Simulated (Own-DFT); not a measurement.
GaP (zincblende, strongly disordered by large displacements) (calculated)

All values are calculated (Own-DFT development build). A calculation, not a measurement: plane-wave PBE density functional theory by an unreviewed code, no spin, of a simulated periodic cell, stress positive in tension, free energy of the whole cell less one offset for each atom, forces on such cells passed a denser k mesh, this cell's mesh not checked; broken bonds can close the gap or carry spin, so checks made on this kind of crystal may not hold here; offsets are fitted by least squares, one for each functional and potential file, so energies compare only between cells with the same atoms and settings and are not formation energies; the far tail of each file's local potential was reset to the Coulomb form; each entry is a single point on an unrelaxed cell, so the pressure reflects the starting lattice, mostly measured values (interpolated for alloys), from which strain is counted, and rises with the displacements; printed positions are rounded, which can move forces by about a meV/angstrom; the program, named Own-DFT, is a retired in-house code; no spin-orbit coupling.

### GaP (zincblende, strongly disordered by large displacements)

```
GaP
1.0
     10.9010     0.0000     0.0000
      0.0000    10.9010     0.0000
      0.0000     0.0000    10.9010
Ga P Ga P Ga P Ga P Ga P Ga P Ga P Ga P
4 4 4 4 4 4 4 4 4 4 4 4 4 4 4 4
Direct
  0.94203 0.05288 0.97624
  0.02762 0.20053 0.28739
  0.30892 0.07805 0.23655
  0.26575 0.24632 0.99864
  0.08284 0.15356 0.11636
  0.15179 0.38911 0.43624
  0.38309 0.16322 0.37985
  0.39840 0.35700 0.09098
  0.97164 0.98492 0.51350
  0.01927 0.27654 0.75706
  0.24445 0.03873 0.76039
  0.24776 0.23946 0.47600
  0.14897 0.09815 0.57456
  0.15566 0.35597 0.88271
  0.38506 0.11284 0.92425
  0.37142 0.41485 0.62731
  0.04238 0.47612 0.99283
  0.02139 0.74707 0.22255
  0.25634 0.51562 0.30546
  0.24179 0.75255 0.97971
  0.07787 0.61012 0.11190
  0.06813 0.82588 0.38098
  0.39173 0.62219 0.42099
  0.32336 0.88714 0.11911
  0.97951 0.40141 0.49588
  0.98681 0.71621 0.78227
  0.24325 0.53905 0.77267
  0.25855 0.70447 0.51657
  0.10762 0.65554 0.60775
  0.12247 0.81740 0.85422
  0.35808 0.65816 0.84750
  0.30804 0.91222 0.64148
  0.46218 0.93971 0.00884
  0.44161 0.27907 0.25300
  0.74657 0.01797 0.26739
  0.75988 0.22906 0.97888
  0.63717 0.14725 0.09349
  0.67725 0.34736 0.33701
  0.84664 0.17585 0.31617
  0.88114 0.41085 0.05338
  0.53025 0.00534 0.52406
  0.48809 0.26115 0.75315
  0.77090 0.99872 0.73590
  0.73054 0.26152 0.49187
  0.62877 0.12679 0.62358
  0.68032 0.35097 0.85077
  0.90906 0.14596 0.82215
  0.84119 0.42925 0.61538
  0.45915 0.51857 0.02985
  0.49006 0.77166 0.24473
  0.78058 0.51067 0.23331
  0.77365 0.84250 0.99965
  0.63958 0.64799 0.09983
  0.63909 0.86449 0.31281
  0.93104 0.63636 0.35041
  0.89373 0.89201 0.14014
  0.49253 0.50150 0.51127
  0.50135 0.73414 0.76389
  0.69910 0.48680 0.73159
  0.77858 0.75365 0.48302
  0.66021 0.70053 0.68200
  0.62190 0.83454 0.88792
  0.84145 0.62635 0.87397
  0.84788 0.85600 0.64703
```

It was run with functional PBE, potential files PseudoDojo norm-conserving, scalar-relativistic, standard set, wave cutoff 42 hartree, occupations Fermi-Dirac, smearing width 0.1 eV, hardware one NVIDIA H100 and k mesh 3 x 3 x 3 centred on Gamma.

It finds free energy of cell above offsets 33.046 eV; pressure 17.14 GPa; stress xx -18.62 GPa; stress yy -15.54 GPa; stress zz -17.28 GPa; stress yz -0.46 GPa; stress xz 2.83 GPa; stress xy -3.18 GPa; wall time 604.4 s.

Force:
```tsv
element	x (eV/Å)	y (eV/Å)	z (eV/Å)
Ga	1.98	-3.434	5.255
Ga	3.436	1.747	2.93
Ga	-3.518	-3.304	-5.284
Ga	-2.17	-1.501	2.291
P	3.076	-0.632	-3.684
P	0.685	3.206	-3.081
P	4.841	-3.935	5.505
P	-1.359	-0.587	-0.289
Ga	0.182	-0.063	-0.493
Ga	2.115	3.15	-4.062
Ga	-1.25	2.642	3.95
Ga	-0.294	-0.821	3.845
P	-1.546	-1.038	1.834
P	0.613	2.455	-2.722
P	1.083	-0.518	-3.545
P	-2.085	-3.041	2.944
Ga	1.205	-0.918	-3.319
Ga	-1.113	2.673	-4.369
Ga	-0.848	-0.094	-2.393
Ga	0.475	-1.58	4.23
P	5.244	0.897	0.567
P	2.345	2.327	5.126
P	1.608	3.702	-6.306
P	-2.256	-1.507	4.795
Ga	-1.522	0.933	-0.738
Ga	-1.662	-1.067	-3.09
Ga	-4.076	-4.41	-3.971
Ga	-0.417	4.816	0.679
P	-3.701	-3.28	2.983
P	0.214	6.173	-1.262
P	1.444	-0.505	5.327
P	3.616	-3.757	-4.408
Ga	5.194	1.446	-2.903
Ga	4.671	2.83	-0.222
Ga	-0.057	0.134	-2.938
Ga	3.544	1.066	-0.306
P	-2.879	-3.101	3.053
P	-3.248	2.496	-4.116
P	-3.099	1.64	2.852
P	-5.086	-2.205	2.136
Ga	-3.64	-3.944	-2.99
Ga	0.631	0.128	0.545
Ga	-2.791	3.612	2.251
Ga	1.983	-1.54	4.337
P	2.164	3.255	2.884
P	-4.191	-2.1	1.407
P	-4.403	-2.03	-2.117
P	0.188	-1.964	0.33
Ga	2.93	5.567	-2.105
Ga	-3.081	-2.858	-1.941
Ga	-0.224	0.516	-0.868
Ga	0.835	-2.284	-0.008
P	-1.375	-0.851	1.02
P	1.611	0.33	4.47
P	-2.906	-2.442	3.669
P	0.751	2.319	0.495
Ga	6.334	-2.792	0.648
Ga	-2.057	2.634	-1.449
Ga	-1.201	5.536	-1.196
Ga	-0.918	-1.058	-1.762
P	4.784	-2.237	-3.615
P	-2.421	2.904	-0.48
P	-1.655	-1.336	1.506
P	3.268	-2.402	-1.837
```
